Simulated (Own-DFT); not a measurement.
Simulation results for GaN (wurtzite, strained, atoms displaced)

Computed with Own-DFT development build. A calculation, not a measurement: plane-wave PBE density functional theory by an unreviewed code, no spin, of a simulated periodic cell, stress positive in tension, free energy of the whole cell less one offset for each atom, forces on such cells passed a denser k mesh, this cell's mesh not checked; offsets are fitted by least squares, one for each functional and potential file, so energies compare only between cells with the same atoms and settings and are not formation energies; the far tail of each file's local potential was reset to the Coulomb form; each entry is a single point on an unrelaxed cell, so the pressure reflects the starting lattice, mostly measured values (interpolated for alloys), from which strain is counted, and rises with the displacements; printed positions are rounded, which can move forces by about a meV/angstrom; the program, named Own-DFT, is a retired in-house code; no spin-orbit coupling.

Settings shared by all entries: functional PBE; potential files PseudoDojo norm-conserving, scalar-relativistic, standard set with the stringent files for Ga; wave cutoff 96 hartree; occupations Gaussian; smearing width 0.01 eV; k mesh 3 x 4 x 3 centred on Gamma.

(1) GaN (wurtzite, strained, atoms displaced)

```xyz
96
Lattice="12.6045 0.1695 -0.0299 -4.6166 8.3002 0.0084 -0.0243 -0.0035 10.4195" Properties=species:S:1:pos:R:3 GaN
Ga    -0.0705     1.8223    10.3699
Ga     1.5454     0.8690     2.6010
N     -0.0127     1.8201     1.9373
N      1.4927     0.9796     4.4725
Ga     0.0833     1.8676     5.1948
Ga     1.4966     1.0087     7.7637
N     -0.0232     1.7992     7.1327
N      1.6202     1.0719     9.7744
Ga    -1.5480     4.6575    10.4010
Ga     0.0178     3.6997     2.5872
N     -1.5239     4.5832     1.9668
N      0.0502     3.7407     4.5856
Ga    -1.5625     4.5522     5.1805
Ga    -0.0064     3.6570     7.8473
N     -1.4953     4.6434     7.1670
N     -0.0076     3.7187     9.8257
Ga    -3.0273     7.3322    10.3532
Ga    -1.5089     6.4688     2.6257
N     -3.1645     7.4506     1.9313
N     -1.5190     6.5417     4.5825
Ga    -2.9964     7.3047     5.2223
Ga    -1.4931     6.4701     7.8099
N     -3.0299     7.3334     7.1699
N     -1.4846     6.4560     9.8232
Ga     3.1291     1.9714    10.3928
Ga     4.7565     1.0145     2.5731
N      3.1898     1.8656     1.8653
N      4.7346     0.9129     4.4379
Ga     3.3147     1.9195     5.1163
Ga     4.7327     1.0758     7.8182
N      3.2078     1.8961     7.1307
N      4.6976     0.9448     9.7029
Ga     1.6382     4.6956    10.3555
Ga     3.1814     3.7657     2.6260
N      1.6239     4.6554     1.9578
N      3.1803     3.7807     4.5574
Ga     1.5835     4.6816     5.2236
Ga     3.1696     3.7203     7.8180
N      1.7156     4.6816     7.1977
N      3.2566     3.7503     9.8071
Ga    -0.0048     7.4849    10.3467
Ga     1.6431     6.4168     2.6626
N      0.1292     7.3801     1.9490
N      1.6203     6.5318     4.5621
Ga     0.0900     7.4731     5.1774
Ga     1.6909     6.4452     7.7922
N      0.0674     7.4476     7.1645
N      1.6448     6.5408     9.7809
Ga     6.3088     1.9706    10.3222
Ga     7.8923     0.9842     2.5579
N      6.4904     1.8739     1.9324
N      7.9278     0.9374     4.5371
Ga     6.2899     1.9031     5.0753
Ga     7.8025     1.0182     7.7671
N      6.3429     1.9214     7.2176
N      7.8880     0.9881     9.7821
Ga     4.7853     4.7444     0.0290
Ga     6.2972     3.8115     2.4882
N      4.8056     4.6725     1.9534
N      6.3181     3.8339     4.5889
Ga     4.7673     4.6467     5.1435
Ga     6.4015     3.7726     7.7951
N      4.7028     4.7695     7.1470
N      6.3180     3.7999     9.7566
Ga     3.2158     7.4777     0.0646
Ga     4.8352     6.5057     2.6012
N      3.1086     7.4164     1.9296
N      4.8394     6.5831     4.5511
Ga     3.2519     7.4812     5.1214
Ga     4.8249     6.4952     7.8590
N      3.2645     7.4609     7.1738
N      4.7683     6.5639     9.6964
Ga     9.4183     1.9310    10.3551
Ga    11.0269     1.1209     2.5902
N      9.4773     1.9562     1.8975
N     10.9893     1.0752     4.4626
Ga     9.6110     1.9075     5.1789
Ga    11.0676     1.1109     7.8227
N      9.4795     2.0379     7.2211
N     11.0577     1.1850     9.7317
Ga     7.8954     4.8204     0.0339
Ga     9.4717     3.7601     2.5862
N      7.9984     4.7692     1.9295
N      9.6080     3.9005     4.5593
Ga     7.9122     4.6697     5.1926
Ga     9.4862     3.8400     7.8144
N      7.9162     4.6918     7.2719
N      9.4839     3.8010     9.7583
Ga     6.3808     7.4975    10.3280
Ga     8.0144     6.6360     2.5950
N      6.3671     7.5208     1.9782
N      7.9989     6.6322     4.5216
Ga     6.3112     7.4083     5.1668
Ga     7.9059     6.7091     7.8284
N      6.3924     7.5419     7.1441
N      7.9692     6.6113     9.7677
```

Results for GaN (wurtzite, strained, atoms displaced): free energy of cell above offsets -3.997 eV; pressure 6.99 GPa; stress xx -12.07 GPa; stress yy -4.04 GPa; stress zz -4.86 GPa; stress yz -0.34 GPa; stress xz -1.06 GPa; stress xy 4.04 GPa.

Force:
| element | x (eV/Å) | y (eV/Å) | z (eV/Å) |
| --- | --- | --- | --- |
| Ga | 2.3 | 1.482 | 1.79 |
| Ga | 0.377 | 1.72 | -0.839 |
| N | 0.233 | 0.755 | -0.1 |
| N | 2.817 | -1.11 | 1.272 |
| Ga | -1.798 | 0.245 | -0.294 |
| Ga | 2.671 | -1.526 | 0.785 |
| N | -0.198 | 1.597 | -0.392 |
| N | -1.305 | -1.947 | -1.144 |
| Ga | -0.593 | -1.129 | 0.859 |
| Ga | 0.747 | -0.649 | -0.072 |
| N | -0.859 | 0.801 | 0.001 |
| N | 0.143 | -0.552 | -0.377 |
| Ga | 2.385 | 2.541 | 1.452 |
| Ga | 0.74 | 0.781 | -0.048 |
| N | -0.56 | -0.419 | -0.077 |
| N | 1.063 | -0.251 | -0.927 |
| Ga | -0.914 | 2.046 | 1.087 |
| Ga | 0.152 | 0.199 | -0.662 |
| N | 1.871 | -1.419 | -0.854 |
| N | 2.069 | -1.779 | -0.947 |
| Ga | -2.425 | 2.025 | 0.567 |
| Ga | 0.854 | -0.06 | 0.076 |
| N | -1.244 | 1.298 | 0.369 |
| N | -0.186 | -0.076 | -1.359 |
| Ga | 0.876 | -0.782 | 0.13 |
| Ga | 0.495 | -1.139 | -2.143 |
| N | -0.305 | 0.654 | 1.673 |
| N | 0.759 | 1.139 | 1.051 |
| Ga | -2.744 | -0.082 | 0.89 |
| Ga | 0.283 | -1.886 | -0.421 |
| N | -1.334 | 0.469 | -0.84 |
| N | 0.301 | 1.518 | 0.926 |
| Ga | -0.569 | -0.138 | 0.786 |
| Ga | -0.249 | -0.977 | -0.916 |
| N | -0.032 | -0.648 | -0.348 |
| N | 0.155 | -0.455 | -0.285 |
| Ga | 0.322 | 0.245 | 0.439 |
| Ga | 1.452 | 0.036 | 0.183 |
| N | -2.233 | -1.179 | -0.705 |
| N | -0.707 | 0.743 | -0.808 |
| Ga | 1.685 | -0.775 | 1.403 |
| Ga | -0.5 | 0.855 | -0.991 |
| N | -1.141 | 0.777 | -0.111 |
| N | 0.8 | -0.55 | 0.445 |
| Ga | -0.518 | -1.109 | 1.128 |
| Ga | -0.241 | 2.026 | 0.41 |
| N | 0.499 | 0.207 | -0.118 |
| N | -0.277 | -0.293 | -0.544 |
| Ga | -0.104 | -0.903 | 0.859 |
| Ga | 2.182 | -1.359 | 0.741 |
| N | -3.869 | 2.377 | -0.84 |
| N | -0.193 | 2.138 | -0.286 |
| Ga | 1.153 | 0.164 | 1.143 |
| Ga | 2.651 | -1.339 | 0.739 |
| N | -1.682 | 1.2 | -1.994 |
| N | -0.486 | -0.036 | -0.73 |
| Ga | 0.118 | -0.003 | -0.941 |
| Ga | 2.82 | -1.385 | 1.134 |
| N | -1.624 | 0.85 | -0.169 |
| N | 0.868 | -1.753 | -1.515 |
| Ga | -0.795 | 1.822 | 1.7 |
| Ga | -1.742 | 0.318 | 0.065 |
| N | 1.136 | -1.856 | -0.407 |
| N | 0.187 | 0.415 | 0.375 |
| Ga | -0.164 | -0.1 | -1.31 |
| Ga | -0.475 | 1.231 | -0.404 |
| N | 1.997 | -0.094 | 1.337 |
| N | -1.639 | -1.999 | -0.919 |
| Ga | -0.465 | -1.079 | 1.818 |
| Ga | -0.408 | 1.272 | -1.847 |
| N | -0.286 | 0.175 | -0.734 |
| N | 0.511 | 0.002 | 2.334 |
| Ga | 0.155 | 1.17 | 0.46 |
| Ga | 0.337 | -1.036 | -0.925 |
| N | -0.651 | 0.019 | 0.175 |
| N | 2.747 | -1.456 | 0.834 |
| Ga | -3.055 | 1.779 | 1.674 |
| Ga | -1.468 | -0.75 | -0.637 |
| N | -0.296 | -1.138 | -1.292 |
| N | -1.441 | -2.801 | -0.493 |
| Ga | 0.956 | -1.408 | -1.063 |
| Ga | 0.867 | 0.51 | -0.239 |
| N | -1.389 | 0.094 | 0.718 |
| N | -3.56 | -2.554 | -1.058 |
| Ga | 0.912 | 1.299 | 0.74 |
| Ga | 0.807 | 0.222 | 0.384 |
| N | 0.072 | 1.971 | -1.929 |
| N | -0.316 | 0.787 | 0.436 |
| Ga | -0.575 | 1.009 | 1.429 |
| Ga | -1.191 | -0.488 | -0.003 |
| N | -0.021 | -0.144 | -1.038 |
| N | -0.615 | -1.106 | 0.768 |
| Ga | 2.639 | 1.961 | 0.637 |
| Ga | 1.293 | -1.743 | -0.717 |
| N | -0.898 | 0.293 | -0.021 |
| N | -0.115 | 0.226 | -0.391 |

(2) GaN (wurtzite, strained, atoms displaced)

```xyz
96
Lattice="12.6749 -0.1165 0.1345 -4.8287 8.3992 -0.0168 0.1093 0.0420 10.2649" Properties=species:S:1:pos:R:3 GaN
Ga     0.1014     1.9517    10.2379
Ga     1.5180     0.8195     2.6600
N      0.0573     1.7877     1.9183
N      1.6370     0.8690     4.5418
Ga     0.0496     1.8894     5.1816
Ga     1.6607     0.9016     7.6687
N      0.0966     1.8924     7.0556
N      1.6763     1.0043     9.5938
Ga    -1.6651     4.6302     0.0269
Ga    -0.0772     3.7679     2.6519
N     -1.6132     4.8445     1.8683
N      0.0352     3.7290     4.5326
Ga    -1.6244     4.7816     5.2656
Ga     0.1396     3.7650     7.7874
N     -1.5007     4.6414     6.9602
N      0.0136     3.7271     9.7269
Ga    -3.0949     7.5353    10.2246
Ga    -1.6799     6.6264     2.6111
N     -3.2254     7.4811     2.0203
N     -1.6188     6.5741     4.4684
Ga    -3.2112     7.4872     5.0974
Ga    -1.5705     6.5431     7.6816
N     -3.1203     7.5486     7.0902
N     -1.5882     6.4983     9.6476
Ga     3.1435     1.8498     0.0646
Ga     4.8220     0.8693     2.6032
N      3.1888     1.7766     1.9084
N      4.8627     0.8973     4.5075
Ga     3.2837     1.7870     5.1323
Ga     4.8936     0.9164     7.6933
N      3.2520     1.8330     6.9851
N      4.8512     0.9870     9.7650
Ga     1.5984     4.7232    10.2675
Ga     3.1417     3.6996     2.5841
N      1.5899     4.5932     2.0867
N      3.1936     3.7449     4.5668
Ga     1.4992     4.6252     5.1652
Ga     3.2189     3.6764     7.7921
N      1.5262     4.5773     7.0289
N      3.3439     3.7852     9.7577
Ga     0.1292     7.5389    10.2065
Ga     1.5587     6.4899     2.5958
N     -0.0498     7.4390     2.0267
N      1.5544     6.4912     4.5314
Ga     0.0185     7.4420     5.1577
Ga     1.6374     6.4335     7.7408
N      0.0104     7.4573     7.1222
N      1.7108     6.5244     9.6694
Ga     6.5089     1.8482    10.3392
Ga     7.9512     0.8296     2.6734
N      6.2709     1.7593     1.9889
N      7.8928     0.8488     4.6332
Ga     6.4404     1.7899     5.2885
Ga     7.9263     1.0162     7.7236
N      6.4193     1.8306     7.0940
N      7.9631     0.9856     9.6779
Ga     4.8096     4.7488    10.2904
Ga     6.4100     3.5993     2.5595
N      4.8041     4.6295     1.9757
N      6.2293     3.6898     4.5835
Ga     4.8214     4.5590     5.2160
Ga     6.4220     3.6963     7.7644
N      4.6983     4.6046     7.0922
N      6.3746     3.6981     9.7714
Ga     3.0638     7.4515     0.0928
Ga     4.6354     6.4943     2.6389
N      3.0770     7.4175     1.9721
N      4.7539     6.4815     4.5031
Ga     3.1218     7.5222     5.2583
Ga     4.7558     6.5523     7.7735
N      3.1981     7.4024     7.1099
N      4.8277     6.6208     9.6590
Ga     9.5529     1.8459    10.3635
Ga    11.1450     0.8678     2.7500
N      9.5784     1.7643     2.0082
N     11.0755     0.8271     4.5719
Ga     9.5261     1.7474     5.2241
Ga    11.1822     0.9350     7.7849
N      9.5281     1.8218     7.1693
N     11.1679     0.8908     9.8322
Ga     7.9574     4.5231    10.3526
Ga     9.4894     3.6452     2.7587
N      7.8741     4.5108     1.9647
N      9.4668     3.7011     4.7163
Ga     7.9555     4.5960     5.2852
Ga     9.5994     3.7075     7.8747
N      7.9057     4.6140     7.1418
N      9.5785     3.6911     9.7902
Ga     6.3827     7.5597    10.3352
Ga     7.8541     6.4402     2.7154
N      6.2591     7.4429     2.0386
N      7.9248     6.4386     4.5920
Ga     6.2957     7.4079     5.2700
Ga     7.9265     6.4069     7.8118
N      6.3074     7.4127     7.1382
N      7.9994     6.4412     9.7689
```

Results for GaN (wurtzite, strained, atoms displaced): free energy of cell above offsets -2.913 eV; pressure 9.05 GPa; stress xx -9.18 GPa; stress yy -4.42 GPa; stress zz -13.56 GPa; stress yz 1.14 GPa; stress xz 2.52 GPa; stress xy -2.51 GPa.

Force:
| element | x (eV/Å) | y (eV/Å) | z (eV/Å) |
| --- | --- | --- | --- |
| Ga | 0.176 | -1.681 | 1.154 |
| Ga | 1.377 | 2.048 | -1.049 |
| N | -0.61 | 1.744 | 0.406 |
| N | -0.436 | 1.288 | 0.469 |
| Ga | -0.032 | -0.085 | -1.351 |
| Ga | 0.508 | 1.31 | 0.292 |
| N | -0.105 | 0.442 | 0.991 |
| N | 0.066 | -0.221 | 0.283 |
| Ga | 0.23 | 1.137 | -0.066 |
| Ga | 0.276 | -0.431 | -1.343 |
| N | -0.132 | -2.094 | 2.195 |
| N | -2.334 | -0.589 | 0.188 |
| Ga | 0.422 | -0.506 | -5.622 |
| Ga | -2.623 | -1.493 | -0.105 |
| N | 0.068 | 0.416 | 5.885 |
| N | 0.696 | 1.333 | -1.216 |
| Ga | -0.525 | -0.102 | 0.786 |
| Ga | 1.04 | -0.748 | -1.059 |
| N | -0.705 | -0.678 | -1.904 |
| N | 0.264 | -0.449 | 1.921 |
| Ga | 0.385 | -0.444 | 0.829 |
| Ga | -0.15 | -0.122 | 0.619 |
| N | -0.772 | -2.199 | -0.942 |
| N | 1.388 | 0.723 | -0.595 |
| Ga | 0.045 | 0.196 | -0.529 |
| Ga | -2.109 | -0.294 | -0.052 |
| N | -0.491 | 0.26 | 2.269 |
| N | 0.018 | -0.375 | 1.127 |
| Ga | -0.546 | 1.377 | -1.33 |
| Ga | -1.868 | -0.099 | 1.247 |
| N | 0.331 | 0.115 | 2.473 |
| N | 0.555 | -0.48 | -2.008 |
| Ga | 1.101 | -1.069 | 1.855 |
| Ga | 1.502 | -1.023 | 0.621 |
| N | -1.186 | 1.156 | -2.053 |
| N | -0.723 | -1.005 | -0.297 |
| Ga | 2.572 | 0.628 | -1.174 |
| Ga | -0.334 | -0.427 | -0.7 |
| N | 2.67 | 1.631 | 1.602 |
| N | -2.853 | -0.788 | -1.377 |
| Ga | -1.563 | -0.798 | 1.393 |
| Ga | -1.134 | -0.603 | 0.487 |
| N | 0.622 | -0.201 | -1.544 |
| N | 0.463 | 0.159 | 0.693 |
| Ga | -0.391 | 0.277 | -0.467 |
| Ga | -0.25 | 0.51 | -0.9 |
| N | 0.911 | -0.255 | -0.089 |
| N | -1.163 | -0.018 | -0.326 |
| Ga | -2.396 | 0.832 | 0.559 |
| Ga | -0.374 | 0.709 | -0.437 |
| N | 3.077 | 0.757 | -0.072 |
| N | 1.452 | 0.992 | -1.099 |
| Ga | -1.972 | 1.601 | -3.045 |
| Ga | 1.433 | -2.419 | 1.246 |
| N | -0.547 | 1.156 | 1.565 |
| N | 1.373 | -1.449 | -0.333 |
| Ga | 1.356 | 0.587 | 1.14 |
| Ga | -2.528 | 0.195 | 1.47 |
| N | -0.706 | 0.126 | -0.009 |
| N | 4.065 | -1.886 | -0.793 |
| Ga | -2.763 | 2.022 | -0.587 |
| Ga | -2.158 | 0.017 | 0.785 |
| N | 1.697 | 0.799 | 1.572 |
| N | 0.014 | -0.225 | -1.609 |
| Ga | 1.464 | 0.387 | -1.087 |
| Ga | 1.456 | -0.79 | -0.599 |
| N | 0.466 | 0.508 | 0.302 |
| N | -0.634 | 0.327 | 1.97 |
| Ga | 0.53 | -3.172 | -1.373 |
| Ga | -0.133 | -1.212 | -0.423 |
| N | -0.896 | 1.199 | 1.096 |
| N | -0.706 | -0.413 | 0.89 |
| Ga | 0.652 | -0.378 | 0.023 |
| Ga | -0.186 | -0.665 | -2.27 |
| N | -1.046 | 0.67 | 1.248 |
| N | 0.769 | 0.625 | 2.35 |
| Ga | 0.125 | 1.008 | 0.101 |
| Ga | -0.745 | -1.022 | 0.856 |
| N | 0.97 | 0.629 | 0.094 |
| N | -0.006 | 2.074 | -2.183 |
| Ga | 0.21 | 1.939 | -0.115 |
| Ga | 0.259 | 0.434 | -1.019 |
| N | 1.832 | 1.136 | 1.376 |
| N | 1.225 | -1.366 | -1.064 |
| Ga | -2.049 | 0.408 | -1.587 |
| Ga | -0.555 | -0.484 | -0.973 |
| N | 1.597 | -0.01 | 1.231 |
| N | -0.259 | -0.762 | -0.943 |
| Ga | 0.634 | -2.697 | 1.137 |
| Ga | -0.863 | -0.457 | -1.563 |
| N | 0.366 | -0.543 | -0.103 |
| N | -0.68 | -0.159 | 1.216 |
| Ga | -0.078 | -0.739 | -1.67 |
| Ga | 0.032 | 1.375 | 0.427 |
| N | 1.268 | 0.632 | 0.884 |
| N | -0.688 | 0.229 | -0.265 |

(3) GaN (wurtzite, strained, atoms displaced)

```xyz
96
Lattice="12.5551 0.0898 0.0405 -4.6498 8.3879 0.0947 0.0329 0.1376 10.5388" Properties=species:S:1:pos:R:3 GaN
Ga     0.0809     1.8653     0.0289
Ga     1.5931     1.0290     2.6707
N      0.0432     1.8874     2.0223
N      1.6344     1.0529     4.6463
Ga     0.0052     1.8871     5.3245
Ga     1.5606     1.0269     7.8728
N      0.0889     1.9648     7.2942
N      1.6532     1.0280     9.8432
Ga    -1.5783     4.6668     0.0826
Ga     0.0450     3.7966     2.6730
N     -1.5200     4.6274     2.0919
N      0.0592     3.7271     4.6999
Ga    -1.6608     4.7850     5.3159
Ga    -0.0157     3.8262     7.9694
N     -1.5331     4.7492     7.2882
N      0.0621     3.9280     9.8810
Ga    -3.1074     7.4551     0.1489
Ga    -1.4830     6.5537     2.6714
N     -3.1085     7.4920     2.0332
N     -1.4358     6.6385     4.6371
Ga    -3.0229     7.6237     5.3303
Ga    -1.4936     6.6358     8.0183
N     -3.1142     7.5813     7.2850
N     -1.6096     6.5772     9.9289
Ga     3.2316     1.8700     0.0914
Ga     4.6855     1.0558     2.6460
N      3.1353     1.8789     1.9438
N      4.7382     1.0541     4.6892
Ga     3.0265     2.0018     5.3269
Ga     4.7495     1.0199     7.9611
N      3.1947     1.9837     7.3309
N      4.7561     1.0474     9.9469
Ga     1.6290     4.8377    10.5353
Ga     3.1833     3.8758     2.6755
N      1.5729     4.6660     2.0499
N      3.1846     3.8246     4.6779
Ga     1.6544     4.8101     5.2402
Ga     3.1491     3.8542     7.9369
N      1.6798     4.8114     7.3889
N      3.2028     3.9082    10.0362
Ga     0.1646     7.5493    10.5255
Ga     1.7041     6.6296     2.7295
N      0.1083     7.5650     1.9281
N      1.6336     6.5558     4.8056
Ga     0.0616     7.6080     5.3636
Ga     1.6211     6.5713     7.9516
N      0.0881     7.5633     7.2706
N      1.5639     6.7171     9.9495
Ga     6.3452     2.0454    10.5525
Ga     7.8173     0.9568     2.6467
N      6.2830     2.0104     2.0072
N      7.9234     0.9662     4.6205
Ga     6.3356     1.9705     5.2359
Ga     7.9735     1.0663     8.0363
N      6.3402     1.9530     7.4185
N      7.9210     1.0942     9.8203
Ga     4.6657     4.7310     0.1556
Ga     6.2322     3.8218     2.6467
N      4.7183     4.7258     2.0544
N      6.4105     3.9126     4.6712
Ga     4.6999     4.6906     5.3316
Ga     6.3670     3.9012     8.0178
N      4.7504     4.7797     7.3065
N      6.2786     3.9027    10.0209
Ga     3.2362     7.6452    10.6452
Ga     4.8500     6.6753     2.7553
N      3.2276     7.5020     2.1581
N      4.8545     6.6969     4.6767
Ga     3.2351     7.4695     5.4755
Ga     4.8304     6.7192     8.0723
N      3.1652     7.5236     7.3669
N      4.8062     6.6692     9.9928
Ga     9.3303     1.9775     0.1433
Ga    11.0722     1.0322     2.7692
N      9.4667     1.9604     2.0732
N     11.0106     1.0661     4.7059
Ga     9.4568     2.0375     5.4198
Ga    10.9686     1.0299     7.9036
N      9.4276     1.9422     7.3464
N     11.0271     1.1038     9.9607
Ga     7.9407     4.8367    10.5729
Ga     9.4928     3.9049     2.7165
N      7.9646     4.7680     2.0364
N      9.5697     3.9055     4.6417
Ga     7.8727     4.8429     5.3590
Ga     9.4193     3.8687     7.9244
N      7.8211     4.8893     7.2751
N      9.4969     3.9124     9.9958
Ga     6.4210     7.7741    10.5948
Ga     7.9641     6.6036     2.7029
N      6.3172     7.5183     1.9808
N      7.9192     6.7291     4.8342
Ga     6.3122     7.5732     5.3394
Ga     7.8415     6.7271     8.0088
N      6.2947     7.6517     7.3073
N      7.9750     6.7487    10.0739
```

Results for GaN (wurtzite, strained, atoms displaced): free energy of cell above offsets -4.096 eV; pressure 4.13 GPa; stress xx -10.29 GPa; stress yy -1.12 GPa; stress zz -0.97 GPa; stress yz 2.76 GPa; stress xz 0.44 GPa; stress xy 1.09 GPa.

Force:
| element | x (eV/Å) | y (eV/Å) | z (eV/Å) |
| --- | --- | --- | --- |
| Ga | -0.482 | 0.062 | -0.423 |
| Ga | 0.18 | -0.95 | -0.167 |
| N | -0.323 | 0.572 | -0.379 |
| N | -1.34 | -0.793 | -1.005 |
| Ga | 0.186 | 1.084 | 0.114 |
| Ga | 1.464 | -0.573 | 1.128 |
| N | -2.167 | 0.418 | -0.456 |
| N | 0.012 | 0.426 | 0.818 |
| Ga | 0.671 | -0.404 | 0.039 |
| Ga | 0.08 | -1.352 | 1.378 |
| N | 0.431 | 1.889 | -1.458 |
| N | -0.163 | 1.049 | -0.316 |
| Ga | 3.578 | 0.759 | 0.606 |
| Ga | 1.208 | -0.094 | -0.78 |
| N | -0.839 | 0.368 | -0.138 |
| N | -0.431 | -0.958 | 1.053 |
| Ga | 0.673 | 0.708 | -1.216 |
| Ga | 0.503 | 0.47 | -0.202 |
| N | 1.043 | 0.629 | 1.265 |
| N | -0.918 | -0.236 | 0.108 |
| Ga | -0.205 | -1.202 | 0.25 |
| Ga | -0.693 | -0.036 | -0.958 |
| N | 0.471 | -0.331 | 0.421 |
| N | 1.48 | 0.91 | 0.561 |
| Ga | -1.204 | 0.057 | -1.807 |
| Ga | 0.639 | -1.09 | 0.262 |
| N | 0.059 | 1.299 | 1.817 |
| N | -0.675 | 0.388 | -1.062 |
| Ga | 2.772 | 0.347 | 1.033 |
| Ga | 0.154 | 0.173 | -0.199 |
| N | -0.591 | 0.162 | -0.739 |
| N | 0.542 | 0.062 | -0.639 |
| Ga | -0.281 | 0.024 | 0.79 |
| Ga | -0.855 | -1.594 | 0.231 |
| N | 0.774 | 1.679 | -0.59 |
| N | -0.172 | -0.447 | -0.947 |
| Ga | -1.646 | -2.293 | 1.753 |
| Ga | 1.453 | -0.629 | 1.167 |
| N | -1.897 | -1.039 | -1.506 |
| N | -0.065 | -0.733 | -1.125 |
| Ga | -4.082 | 1.948 | 1.68 |
| Ga | -2.091 | -1.036 | 0.384 |
| N | -0.166 | -0.522 | 1.833 |
| N | 0.293 | 2.288 | -1.821 |
| Ga | 0.353 | -0.429 | -0.237 |
| Ga | -0.021 | 1.158 | 0.458 |
| N | -0.615 | 0.077 | 1.428 |
| N | 4.055 | -2.013 | -1.175 |
| Ga | -0.573 | -0.216 | -0.043 |
| Ga | 0.929 | 1.127 | 0.753 |
| N | 0.146 | -0.932 | -0.154 |
| N | -0.277 | 0.491 | 0.695 |
| Ga | 0.505 | 0.2 | 1.336 |
| Ga | -2.527 | -1.305 | -2.821 |
| N | 0.475 | 0.951 | -1.299 |
| N | -0.198 | -0.052 | 3.884 |
| Ga | 0.871 | -0.062 | -1.091 |
| Ga | 2.353 | 0.227 | 0.795 |
| N | 0.074 | 1.478 | 0.489 |
| N | -1.624 | -1.348 | -0.712 |
| Ga | 1.902 | 1.323 | 0.691 |
| Ga | -1.47 | -1.073 | -0.199 |
| N | 0.312 | 0.533 | 0.254 |
| N | 0.837 | 0.37 | -0.572 |
| Ga | -0.149 | -0.315 | -0.021 |
| Ga | -0.436 | -0.949 | -0.098 |
| N | 0.334 | 0.668 | -1.683 |
| N | -1.813 | -1.937 | 0.129 |
| Ga | 0.066 | 1.056 | -1.02 |
| Ga | -1.472 | -1.535 | -0.844 |
| N | 1.215 | 1.012 | 0.897 |
| N | 0.009 | 0.788 | 0.358 |
| Ga | 1.64 | -0.82 | -0.366 |
| Ga | -0.947 | -0.261 | -1.178 |
| N | -0.535 | 0.047 | 0.184 |
| N | -0.065 | -0.145 | 0.07 |
| Ga | -0.501 | -0.446 | -1.793 |
| Ga | 1.781 | 1 | 1.353 |
| N | 0.727 | 2.116 | -0.875 |
| N | -0.238 | 2.471 | -1.207 |
| Ga | -0.875 | 0.807 | 0.834 |
| Ga | -0.973 | -2.008 | 0.208 |
| N | -1.426 | 0.027 | -0.003 |
| N | -2.936 | -1.365 | 0.707 |
| Ga | 0.89 | 0.413 | -0.605 |
| Ga | 0.325 | 0.483 | 0.849 |
| N | 1.168 | -0.453 | 1.15 |
| N | -0.4 | -0.436 | -1.222 |
| Ga | -0.593 | -2.425 | 0.921 |
| Ga | -1.271 | -0.004 | 0.632 |
| N | 1.312 | 0.938 | 1.502 |
| N | 0.884 | -0.546 | -1.82 |
| Ga | 0.884 | 0.918 | 0.811 |
| Ga | 1.271 | 0.057 | 0.294 |
| N | 0.353 | -0.289 | 0.367 |
| N | -1.118 | -0.83 | -1.765 |
